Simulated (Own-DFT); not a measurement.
Hf36O71 (tetragonal hafnia with one neutral oxygen vacancy, atoms displaced) (calculated)

Computed with Own-DFT development build. A calculation, not a measurement: plane-wave PBE and HSE06 DFT by an unreviewed code, no spin, of a simulated cell at Gamma alone, so results move with cell size and shape, stress positive in tension, energies less offsets, not probed for a lower state with spin; hafnium file: forces about 75 meV/angstrom off all-electron values; oxygen file: force components 24 meV/angstrom off all-electron in a glass; k mesh not checked against a denser one; forces and stress are PBE's, HSE06 gives the energy alone, and its difference from PBE has offsets of its own; offsets are fitted by least squares, one for each functional and potential file, so energies compare only between cells with the same atoms and settings and are not formation energies; the far tail of each file's local potential was reset to the Coulomb form; each entry is a single point on an unrelaxed cell, so the pressure reflects the starting lattice, taken from the Materials Project, from which strain is counted, and rises with the displacements; printed positions are rounded, which can move forces by about a meV/angstrom; the program is a retired in-house code; no spin-orbit coupling.

Settings shared by all entries: first functional PBE; second functional HSE06; exact exchange share 0.25; screening 0.11 1/bohr; exchange divergence Gygi-Baldereschi; potential files PseudoDojo norm-conserving, scalar-relativistic, made for PBE, standard set; wave cutoff 48 hartree; occupations fixed; k mesh 1 x 1 x 1 centred on Gamma.

(1) 
```cif
# cell vector a (Å): 10.7800 0.0000 0.0000
# cell vector b (Å): 0.0000 10.7800 0.0000
# cell vector c (Å): 0.0000 0.0000 10.4493
data_Hf36O71
_symmetry_space_group_name_H-M 'P 1'
_symmetry_Int_Tables_number 1
_cell_length_a 10.7800
_cell_length_b 10.7800
_cell_length_c 10.4493
_cell_angle_alpha 90.000
_cell_angle_beta 90.000
_cell_angle_gamma 90.000
_cell_volume 1214.30
loop_
_atom_site_label
_atom_site_type_symbol
_atom_site_fract_x
_atom_site_fract_y
_atom_site_fract_z
_atom_site_occupancy
Hf1 Hf 0.00083 0.99783 0.99751 1
Hf2 Hf 0.16089 0.16624 0.25007 1
O1 O 0.00046 0.17135 0.15109 1
O2 O 0.16801 0.99815 0.34920 1
O3 O 0.00096 0.16540 0.40454 1
O4 O 0.16160 0.00248 0.09539 1
Hf3 Hf 0.99864 0.99780 0.49755 1
Hf4 Hf 0.16716 0.16283 0.74905 1
O5 O 0.99703 0.16804 0.64966 1
O6 O 0.16441 0.00125 0.84718 1
O7 O 0.00109 0.16763 0.90553 1
O8 O 0.16675 0.99718 0.60050 1
Hf5 Hf 0.00045 0.33351 0.99862 1
Hf6 Hf 0.16556 0.50365 0.24806 1
O9 O 0.00304 0.49791 0.15697 1
O10 O 0.16882 0.33532 0.34704 1
O11 O 0.00201 0.50130 0.39939 1
O12 O 0.16546 0.33181 0.09758 1
Hf7 Hf 0.99934 0.33029 0.50012 1
Hf8 Hf 0.16358 0.50032 0.75896 1
O13 O 0.99582 0.50069 0.65454 1
O14 O 0.16577 0.33053 0.83979 1
O15 O 0.00394 0.49895 0.90087 1
O16 O 0.16711 0.33102 0.59593 1
Hf9 Hf 0.99660 0.66564 0.00392 1
Hf10 Hf 0.17327 0.83572 0.25283 1
O17 O 0.99936 0.83479 0.14822 1
O18 O 0.17452 0.66953 0.34131 1
O19 O 0.17179 0.67061 0.09709 1
Hf11 Hf 0.00107 0.66546 0.49826 1
Hf12 Hf 0.17037 0.83517 0.75087 1
O20 O 0.00222 0.83342 0.65163 1
O21 O 0.16535 0.66426 0.84575 1
O22 O 0.00494 0.83622 0.90307 1
O23 O 0.16874 0.67181 0.60045 1
Hf13 Hf 0.32817 0.99703 0.99696 1
Hf14 Hf 0.49922 0.16656 0.24763 1
O24 O 0.33198 0.16996 0.14609 1
O25 O 0.50070 0.99778 0.34863 1
O26 O 0.33481 0.16730 0.39895 1
O27 O 0.50303 0.99759 0.09394 1
Hf15 Hf 0.33107 0.99791 0.49628 1
Hf16 Hf 0.49981 0.16476 0.74936 1
O28 O 0.33350 0.16279 0.64970 1
O29 O 0.50163 0.99715 0.84300 1
O30 O 0.32876 0.16543 0.90658 1
O31 O 0.49797 0.00092 0.60037 1
Hf17 Hf 0.32847 0.33314 0.00011 1
Hf18 Hf 0.50057 0.49936 0.24871 1
O32 O 0.33232 0.49763 0.15157 1
O33 O 0.50011 0.33138 0.34603 1
O34 O 0.33047 0.50031 0.40288 1
O35 O 0.49865 0.33210 0.09997 1
Hf19 Hf 0.33250 0.33539 0.50437 1
Hf20 Hf 0.49797 0.49607 0.74794 1
O36 O 0.33096 0.49900 0.65273 1
O37 O 0.50502 0.33195 0.84609 1
O38 O 0.33147 0.49949 0.90103 1
O39 O 0.50065 0.33459 0.60291 1
Hf21 Hf 0.33569 0.67046 0.00359 1
Hf22 Hf 0.50370 0.83275 0.25427 1
O40 O 0.33333 0.83322 0.15246 1
O41 O 0.50293 0.67138 0.34611 1
O42 O 0.33332 0.83571 0.40238 1
O43 O 0.49805 0.66843 0.09792 1
Hf23 Hf 0.32820 0.66144 0.50517 1
Hf24 Hf 0.49891 0.83496 0.74947 1
O44 O 0.33179 0.83403 0.64726 1
O45 O 0.50583 0.67381 0.84475 1
O46 O 0.33211 0.83652 0.89479 1
O47 O 0.49859 0.67012 0.59441 1
Hf25 Hf 0.67018 0.00221 0.00064 1
Hf26 Hf 0.83122 0.16251 0.24781 1
O48 O 0.66870 0.16914 0.15344 1
O49 O 0.83645 0.00160 0.34522 1
O50 O 0.67224 0.16349 0.40250 1
O51 O 0.83594 0.00000 0.09816 1
Hf27 Hf 0.66748 0.00105 0.49284 1
Hf28 Hf 0.83210 0.16786 0.74897 1
O52 O 0.66755 0.16976 0.65515 1
O53 O 0.83102 0.00013 0.85243 1
O54 O 0.66860 0.16772 0.90068 1
O55 O 0.83414 0.99706 0.59794 1
Hf29 Hf 0.66384 0.33297 0.99833 1
Hf30 Hf 0.83275 0.49378 0.24938 1
O56 O 0.66585 0.50144 0.14995 1
O57 O 0.83891 0.33481 0.34240 1
O58 O 0.66904 0.49927 0.40342 1
O59 O 0.83335 0.33483 0.10198 1
Hf31 Hf 0.66126 0.33320 0.49951 1
Hf32 Hf 0.83173 0.49397 0.74843 1
O60 O 0.66567 0.49737 0.65365 1
O61 O 0.82792 0.33312 0.84531 1
O62 O 0.66767 0.50184 0.90084 1
O63 O 0.83006 0.33324 0.59860 1
Hf33 Hf 0.66555 0.66612 0.00119 1
Hf34 Hf 0.83756 0.83250 0.24985 1
O64 O 0.66675 0.83707 0.15480 1
O65 O 0.82754 0.66827 0.35010 1
O66 O 0.66331 0.83484 0.40248 1
O67 O 0.83185 0.66796 0.10022 1
Hf35 Hf 0.66786 0.66721 0.50090 1
Hf36 Hf 0.83257 0.83553 0.74982 1
O68 O 0.66721 0.83227 0.65418 1
O69 O 0.83094 0.67006 0.84913 1
O70 O 0.67018 0.83231 0.91052 1
O71 O 0.83814 0.66462 0.59919 1
_calc_PBE_energy_of_cell_above_offsets '-101.108'  # eV
_calc_HSE06_less_PBE_above_offsets '-0.164'  # eV
_calc_PBE_pressure 0.84  # GPa
_calc_PBE_stress_xx 0.19  # GPa
_calc_PBE_stress_yy -1.27  # GPa
_calc_PBE_stress_zz -1.45  # GPa
_calc_PBE_stress_yz 0.11  # GPa
_calc_PBE_stress_xz 0.4  # GPa
_calc_PBE_stress_xy 0.05  # GPa
```

Force:
| element | x (eV/Å) | y (eV/Å) | z (eV/Å) |
| --- | --- | --- | --- |
| Hf | -0.624 | 0.268 | 0.137 |
| Hf | 1.081 | 0.73 | -0.048 |
| O | -0.502 | -0.137 | 0.416 |
| O | -0.563 | 0.435 | 0.019 |
| O | 0.204 | -0.048 | -0.417 |
| O | 1.019 | -0.142 | 0.483 |
| Hf | 0.221 | -0.744 | 0.742 |
| Hf | -0.183 | 0.298 | -0.711 |
| O | 0.392 | 0.062 | 0.436 |
| O | 0.237 | -0.117 | 0.317 |
| O | -0.164 | 0.098 | -0.539 |
| O | -0.419 | 0.384 | -0.488 |
| Hf | -0.306 | -0.516 | 0.604 |
| Hf | 0.659 | -0.773 | 0.594 |
| O | -0.737 | 0.516 | -1.067 |
| O | -0.281 | -0.339 | -0.208 |
| O | 0.069 | 0.108 | 0.556 |
| O | -0.174 | 0.257 | -0.466 |
| Hf | 0.144 | 0.54 | 0.064 |
| Hf | -0.176 | 0.058 | -1.297 |
| O | 1.081 | -0.356 | -0.218 |
| O | 0.139 | 0.053 | 1.09 |
| O | -0.289 | 0.058 | 0.566 |
| O | -0.273 | 0.016 | -0.15 |
| Hf | 0.335 | 0.779 | -0.641 |
| Hf | -0.695 | -0.302 | -0.631 |
| O | 0.529 | -0.373 | 1.047 |
| O | -0.654 | -0.103 | 0.954 |
| O | -1.032 | -0.356 | -0.191 |
| Hf | -0.478 | 0.547 | 0.53 |
| Hf | -0.58 | -0.547 | -0.638 |
| O | -0.315 | 0.12 | -0.189 |
| O | 0.115 | 0.832 | 0.513 |
| O | -0.16 | -1.019 | -0.082 |
| O | -0.956 | -0.581 | -0.451 |
| Hf | 0.868 | 0.713 | 0.825 |
| Hf | -1.073 | -0.374 | -0.33 |
| O | -0.015 | -0.404 | 0.985 |
| O | 0.135 | 0.946 | -0.144 |
| O | 0.03 | -0.01 | 0.32 |
| O | -0.9 | 0.513 | -0.015 |
| Hf | 0.513 | 0.508 | 0.814 |
| Hf | 0.099 | -0.61 | -0.182 |
| O | -0.075 | 0.499 | 0.514 |
| O | -0.046 | 0.925 | 0.681 |
| O | 0.261 | 0.057 | -0.902 |
| O | 0.7 | 0.14 | -0.934 |
| Hf | 0.511 | -0.276 | 0.452 |
| Hf | -0.235 | 0.346 | 0.102 |
| O | 0.381 | 0.142 | 0.003 |
| O | 0.447 | 0.366 | 0.482 |
| O | 0.484 | -0.183 | 0.109 |
| O | 0.118 | 0.143 | -0.478 |
| Hf | -0.542 | -0.649 | -0.879 |
| Hf | 0.377 | 0.968 | 0.563 |
| O | 0.07 | 0.041 | -0.105 |
| O | -0.36 | 0.092 | 0.378 |
| O | 0.272 | 0.292 | 0.232 |
| O | -0.403 | 0.046 | -0.545 |
| Hf | -0.263 | -0.295 | -0.866 |
| Hf | -0.008 | 0.402 | -0.724 |
| O | 0.479 | 0.341 | -0.499 |
| O | 0.007 | -1.619 | 0.059 |
| O | -0.149 | -0.849 | -0.287 |
| O | 0.222 | -0.264 | 0.104 |
| Hf | 0.89 | 1.123 | -0.575 |
| Hf | 0.061 | -0.073 | -1.012 |
| O | 0.391 | 0.015 | 0.511 |
| O | -0.484 | -1.529 | 0.35 |
| O | -0.224 | -0.668 | 0.616 |
| O | 0.031 | -0.539 | 0.032 |
| Hf | -0.218 | -0.789 | -0.099 |
| Hf | 0.749 | 0.962 | -0.277 |
| O | -0.479 | -0.141 | -0.241 |
| O | 0.279 | -0.896 | 0.568 |
| O | -0.139 | 1.046 | -0.306 |
| O | -0.149 | 0.402 | 0.272 |
| Hf | -0.636 | -0.849 | 1.66 |
| Hf | 0.056 | -0.457 | 0.185 |
| O | -0.392 | -0.176 | -0.502 |
| O | 0.225 | 0.245 | -0.686 |
| O | -0.217 | -0.119 | 0.379 |
| O | -0.238 | 0.198 | -0.389 |
| Hf | 0.233 | 0.337 | 0.073 |
| Hf | -0.038 | 1.008 | -0.015 |
| O | -0.193 | -0.123 | 0.326 |
| O | -0.187 | -1.032 | 0.899 |
| O | -0.283 | -0.26 | -0.11 |
| O | -0.093 | 0.289 | -1.077 |
| Hf | 0.665 | 0.028 | 0.298 |
| Hf | -0.244 | 1.507 | 0.065 |
| O | -0.249 | 0.21 | -0.4 |
| O | 0.448 | -0.238 | 0.639 |
| O | -0.213 | -0.43 | 0.319 |
| O | 0.17 | 0.069 | -0.587 |
| Hf | 0.242 | 0.295 | -0.495 |
| Hf | -0.501 | -0.345 | -0.264 |
| O | 0.351 | -0.224 | 0.308 |
| O | 0.678 | -0.143 | -0.214 |
| O | 0.276 | -0.011 | 0.17 |
| O | 0.457 | -0.212 | -0.04 |
| Hf | 0.227 | 0.36 | 0.159 |
| Hf | 0.208 | -0.428 | 0.08 |
| O | 0.094 | -0.123 | -0.056 |
| O | 0.556 | -0.746 | -0.021 |
| O | -0.037 | 0.672 | -0.423 |
| O | -0.647 | 0.144 | -0.478 |

(2) 
```cif
# cell vector a (Å): 10.7800 0.0000 0.0000
# cell vector b (Å): 0.0000 10.7800 0.0000
# cell vector c (Å): 0.0000 0.0000 10.4493
data_Hf36O71
_symmetry_space_group_name_H-M 'P 1'
_symmetry_Int_Tables_number 1
_cell_length_a 10.7800
_cell_length_b 10.7800
_cell_length_c 10.4493
_cell_angle_alpha 90.000
_cell_angle_beta 90.000
_cell_angle_gamma 90.000
_cell_volume 1214.30
loop_
_atom_site_label
_atom_site_type_symbol
_atom_site_fract_x
_atom_site_fract_y
_atom_site_fract_z
_atom_site_occupancy
Hf1 Hf 0.00084 0.99443 0.00882 1
Hf2 Hf 0.16228 0.16537 0.25161 1
O1 O 0.99806 0.17798 0.14923 1
O2 O 0.15571 0.00344 0.34874 1
O3 O 0.99911 0.17495 0.40737 1
O4 O 0.18160 0.99761 0.09466 1
Hf3 Hf 0.99622 0.99652 0.48656 1
Hf4 Hf 0.16782 0.16617 0.73436 1
O5 O 0.01230 0.16643 0.64214 1
O6 O 0.16122 0.99909 0.84318 1
O7 O 0.00219 0.15755 0.91007 1
O8 O 0.15439 0.00121 0.59059 1
Hf5 Hf 0.00062 0.33472 0.99979 1
Hf6 Hf 0.16115 0.50417 0.25526 1
O9 O 0.16279 0.32982 0.34338 1
O10 O 0.00847 0.50395 0.39631 1
O11 O 0.16905 0.33661 0.09168 1
Hf7 Hf 0.00116 0.33653 0.50377 1
Hf8 Hf 0.15946 0.51094 0.76004 1
O12 O 0.00196 0.49766 0.65804 1
O13 O 0.16451 0.32412 0.85345 1
O14 O 0.01744 0.51498 0.89936 1
O15 O 0.16794 0.33448 0.60172 1
Hf9 Hf 0.00711 0.66740 0.98533 1
Hf10 Hf 0.16583 0.82536 0.24858 1
O16 O 0.01065 0.83082 0.14306 1
O17 O 0.17789 0.67544 0.33529 1
O18 O 0.99846 0.82455 0.39819 1
O19 O 0.16622 0.66445 0.10095 1
Hf11 Hf 0.99532 0.66676 0.49245 1
Hf12 Hf 0.16111 0.83298 0.74638 1
O20 O 0.00602 0.83386 0.65259 1
O21 O 0.15073 0.66315 0.84132 1
O22 O 0.99927 0.83796 0.89629 1
O23 O 0.15935 0.66788 0.59300 1
Hf13 Hf 0.34680 0.00182 0.00971 1
Hf14 Hf 0.49728 0.17658 0.23966 1
O24 O 0.32802 0.16530 0.16343 1
O25 O 0.51021 0.00109 0.34648 1
O26 O 0.33755 0.16973 0.38060 1
O27 O 0.49864 0.99944 0.11342 1
Hf15 Hf 0.32917 0.98403 0.49920 1
Hf16 Hf 0.48506 0.16660 0.75315 1
O28 O 0.32641 0.16506 0.64500 1
O29 O 0.49483 0.00008 0.85513 1
O30 O 0.32265 0.17393 0.89949 1
O31 O 0.49563 0.00711 0.59701 1
Hf17 Hf 0.34095 0.32436 0.99834 1
Hf18 Hf 0.49680 0.49533 0.24182 1
O32 O 0.33625 0.50630 0.15948 1
O33 O 0.49656 0.33383 0.34307 1
O34 O 0.33874 0.49875 0.40482 1
O35 O 0.50089 0.32746 0.09126 1
Hf19 Hf 0.32401 0.32232 0.48632 1
Hf20 Hf 0.49287 0.50269 0.74542 1
O36 O 0.32553 0.49750 0.64164 1
O37 O 0.50199 0.34940 0.84582 1
O38 O 0.33948 0.49788 0.91856 1
O39 O 0.49873 0.34004 0.59663 1
Hf21 Hf 0.32598 0.68392 0.98918 1
Hf22 Hf 0.49665 0.82693 0.24840 1
O40 O 0.33362 0.85595 0.13838 1
O41 O 0.50476 0.66373 0.34668 1
O42 O 0.33468 0.82353 0.40318 1
O43 O 0.50348 0.66474 0.09119 1
Hf23 Hf 0.33082 0.66459 0.50718 1
Hf24 Hf 0.50885 0.83537 0.75174 1
O44 O 0.33087 0.84093 0.64586 1
O45 O 0.48832 0.65433 0.83963 1
O46 O 0.33336 0.82856 0.91126 1
O47 O 0.50371 0.66411 0.61172 1
Hf25 Hf 0.65850 0.00098 0.00970 1
Hf26 Hf 0.83533 0.16870 0.23887 1
O48 O 0.67523 0.16173 0.13905 1
O49 O 0.83102 0.00548 0.34596 1
O50 O 0.65148 0.16628 0.40486 1
O51 O 0.83475 0.00324 0.10346 1
Hf27 Hf 0.66596 0.00156 0.50724 1
Hf28 Hf 0.83257 0.17135 0.75197 1
O52 O 0.67060 0.17512 0.66144 1
O53 O 0.83009 0.98909 0.84560 1
O54 O 0.67237 0.16304 0.91611 1
O55 O 0.82732 0.00209 0.59706 1
Hf29 Hf 0.67055 0.33757 0.01239 1
Hf30 Hf 0.83198 0.49338 0.24785 1
O56 O 0.68043 0.49961 0.14263 1
O57 O 0.82242 0.33033 0.35655 1
O58 O 0.66268 0.51058 0.40714 1
O59 O 0.81525 0.31459 0.08396 1
Hf31 Hf 0.67610 0.34932 0.49646 1
Hf32 Hf 0.83064 0.51046 0.75392 1
O60 O 0.67103 0.49947 0.64773 1
O61 O 0.83808 0.32981 0.84756 1
O62 O 0.66000 0.49901 0.90596 1
O63 O 0.82329 0.32980 0.58965 1
Hf33 Hf 0.66349 0.65647 0.98613 1
Hf34 Hf 0.83709 0.84312 0.24122 1
O64 O 0.66567 0.83291 0.15139 1
O65 O 0.82287 0.67801 0.34104 1
O66 O 0.66423 0.83466 0.39969 1
O67 O 0.83788 0.65510 0.09865 1
Hf35 Hf 0.67356 0.66707 0.50477 1
Hf36 Hf 0.84471 0.82237 0.77079 1
O68 O 0.66917 0.82990 0.65866 1
O69 O 0.82663 0.66090 0.84009 1
O70 O 0.66710 0.83442 0.91398 1
O71 O 0.83100 0.66313 0.60016 1
_calc_PBE_energy_of_cell_above_offsets '-87.140'  # eV
_calc_HSE06_less_PBE_above_offsets '0.584'  # eV
_calc_PBE_pressure 5.34  # GPa
_calc_PBE_stress_xx -3.49  # GPa
_calc_PBE_stress_yy -6.85  # GPa
_calc_PBE_stress_zz -5.67  # GPa
_calc_PBE_stress_yz -0.3  # GPa
_calc_PBE_stress_xz -1.47  # GPa
_calc_PBE_stress_xy -0.08  # GPa
```

Force:
| element | x (eV/Å) | y (eV/Å) | z (eV/Å) |
| --- | --- | --- | --- |
| Hf | 1.427 | 1.895 | -1.606 |
| Hf | 0.388 | 0.223 | -0.449 |
| O | 0.591 | -0.44 | 0.175 |
| O | 0.199 | -1.489 | -0.324 |
| O | -0.144 | -0.897 | -1.109 |
| O | -3.324 | 1.015 | 0.131 |
| Hf | -1.123 | 1.577 | 1.694 |
| Hf | -1.177 | 0.19 | 2.963 |
| O | -3.317 | 0.74 | 0.426 |
| O | 0.606 | -0.928 | -0.674 |
| O | -0.887 | 0.616 | 0.038 |
| O | 1.98 | -0.819 | -0.182 |
| Hf | 1.444 | -1.639 | -0.881 |
| Hf | 1.558 | -1.455 | -1.922 |
| O | 0.115 | 1.239 | 0.671 |
| O | -0.457 | 0.104 | -0.05 |
| O | -0.484 | 0.576 | 0.801 |
| Hf | 0.106 | -1.167 | 0.818 |
| Hf | 2.513 | -6.259 | -3.017 |
| O | -1.414 | 0.042 | -0.532 |
| O | -1.001 | 1.832 | -1.032 |
| O | -2.093 | -3.99 | 0.604 |
| O | -0.53 | -0.191 | -1.211 |
| Hf | -1.065 | 1.532 | 4.716 |
| Hf | 0.858 | 3.612 | -1.81 |
| O | -1.467 | 0.672 | 0.314 |
| O | -0.481 | -3.062 | 2.346 |
| O | 0.291 | 1.09 | -0.781 |
| O | -0.509 | 0.005 | -1.057 |
| Hf | -0.622 | -0.004 | 1.402 |
| Hf | 0.891 | 2.537 | -0.349 |
| O | -2.163 | -0.576 | -0.418 |
| O | 1.919 | 4.924 | 1.65 |
| O | -0.002 | -1.524 | 0.269 |
| O | 0.368 | 0.051 | -0.157 |
| Hf | -1.989 | 0.673 | -1.243 |
| Hf | 1.663 | -2.088 | 3.203 |
| O | 0.573 | 0.299 | -3.135 |
| O | -1.638 | -1.023 | -0.327 |
| O | -0.78 | -1.481 | 2.189 |
| O | 0.927 | 0.849 | -1.237 |
| Hf | 0.756 | 1.989 | -0.396 |
| Hf | 2.255 | 2.028 | -1.23 |
| O | 1.569 | -0.222 | -0.76 |
| O | -0.044 | 0.017 | 0.1 |
| O | 1.989 | -2.283 | -0.613 |
| O | -0.103 | -0.51 | 1.17 |
| Hf | -2.484 | 2.883 | -0.384 |
| Hf | -0.093 | 1.664 | 1.431 |
| O | -1.09 | -0.548 | 0.481 |
| O | 0.297 | 0.953 | -0.764 |
| O | -0.932 | 0.262 | -0.235 |
| O | 0.286 | -0.172 | 1.924 |
| Hf | 2.115 | 1.672 | 1.527 |
| Hf | -0.561 | -2.428 | -2.46 |
| O | -0.198 | 1.414 | 2.027 |
| O | -0.607 | -3.84 | 0.412 |
| O | -1.46 | 1.03 | -1.41 |
| O | -0.655 | -0.713 | -0.707 |
| Hf | 2.085 | -7.664 | 4.508 |
| Hf | 1.871 | 0.864 | 1.137 |
| O | 0.065 | -3.21 | 2.388 |
| O | -0.728 | -0.032 | -0.408 |
| O | -0.128 | 1.271 | -0.915 |
| O | -0.827 | 0.472 | -0.304 |
| Hf | 1.708 | -2.245 | 0.038 |
| Hf | -0.172 | -0.979 | -0.764 |
| O | 0.195 | -0.415 | 0.981 |
| O | 0.628 | 4.307 | 1.965 |
| O | 0.022 | 5.158 | -4.294 |
| O | -0.775 | 0.905 | -1.905 |
| Hf | 1.449 | 0.406 | -0.425 |
| Hf | -1.352 | -0.394 | 1.885 |
| O | -1.988 | -0.053 | 2.295 |
| O | 1.017 | -0.389 | -0.292 |
| O | 0.867 | 0.761 | 0.185 |
| O | 0.535 | -0.742 | -0.293 |
| Hf | -0.927 | 0.903 | -2.144 |
| Hf | -0.05 | -2.124 | -0.394 |
| O | -1.612 | -0.821 | 0.732 |
| O | 0.174 | 1.212 | 0.64 |
| O | -0.455 | 0.465 | -1.558 |
| O | 2.027 | -0.037 | -0.262 |
| Hf | -5.323 | -0.602 | -5.442 |
| Hf | 0.388 | 2.394 | 0.341 |
| O | -2.03 | -0.721 | 0.848 |
| O | 0.781 | 1.018 | -2.352 |
| O | 0.769 | -0.815 | -1.568 |
| O | 8.329 | 0.523 | 4.044 |
| Hf | -4.482 | -2.895 | 0.151 |
| Hf | -0.574 | -5.257 | -3.052 |
| O | 0.218 | 0.389 | 1.193 |
| O | 0.578 | 2.527 | 0.004 |
| O | 1.27 | -0.799 | -1.962 |
| O | 4.413 | 0.098 | 1.971 |
| Hf | -0.251 | 2.026 | 3.815 |
| Hf | -1.974 | -1.106 | 0.581 |
| O | 0.647 | 0.372 | 0.49 |
| O | 1.127 | -2.129 | 0.437 |
| O | 0.222 | 0.06 | 1.277 |
| O | 0.914 | 0.382 | -1.788 |
| Hf | -2.322 | 1.809 | -1.301 |
| Hf | -1.17 | 5.154 | -4.213 |
| O | 0.095 | 0.135 | 0.566 |
| O | 0.194 | 0.614 | 3.639 |
| O | -0.624 | -1.238 | -1.705 |
| O | 2.379 | -0.01 | 0.218 |
